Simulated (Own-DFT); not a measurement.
# Which arrangement is lower? C34N2Si36, 72 atoms

All numbers below are calculated, not measured. They come from Own-DFT, an in-house plane-wave density functional program, since retired, whose code no person has reviewed. Each row is one single-point run on a periodic cell that was not relaxed, without spin or spin-orbit coupling.

Settings of every run: PBE; PseudoDojo norm-conserving scalar-relativistic files; cutoff 42 hartree; 4 x 4 x 3 k mesh centred on Gamma; Fermi-Dirac smearing of 0.1 eV.

Known limits: not probed for a lower state with spin; forces on such cells passed a denser k mesh, each cell not checked; stress not checked against mesh or cutoff.

All cells hold the same atoms in the same cell, with vectors in Å (9.248, 0.000, 0.000); (-4.624, 8.009, 0.000); (0.000, 0.000, 10.068). Every atom was moved at random from its ideal site; u is the rms move along one axis. The defect's site can differ from row to row. E is the free energy of the cell above the lowest run. The arrangements:

- A: 4H SiC, with two N on a C site each, 3.1 Å apart
- B: 2H SiC, with two N on a C site each, 3.1 Å apart

| arrangement | u (Å) | E (eV) | P (GPa) |
|---|---|---|---|
| A | 0.0275 | 0.000 | 2.47 |
| A | 0.0301 | 0.782 | 2.72 |
| A | 0.0311 | 0.735 | 2.77 |
| A | 0.0443 | 3.109 | 3.27 |
| A | 0.0493 | 4.760 | 4.08 |
| A | 0.0499 | 4.363 | 4.01 |
| B | 0.0282 | 1.238 | 2.87 |
| B | 0.0303 | 1.689 | 3.01 |
| B | 0.0320 | 1.805 | 3.04 |
| B | 0.0482 | 4.744 | 4.04 |
| B | 0.0492 | 5.094 | 4.10 |
| B | 0.0521 | 5.622 | 4.05 |

Question: once the cost of the random moves is taken out, how do the arrangements rank?

## Worked answer

Fit E = a + b u², with one b for all and one a for each arrangement, and with residuals divided by u², since the noise grows with the moves. Then b = 2432 eV/Å², the scatter at u = 0.04 Å is 0.25 eV, and against A:

- B: 0.97 ± 0.10 eV (higher)

These are energies of unrelaxed cells. Relaxing the atoms lowers the strained arrangements most, so the gaps would shrink and small ones could change sign.
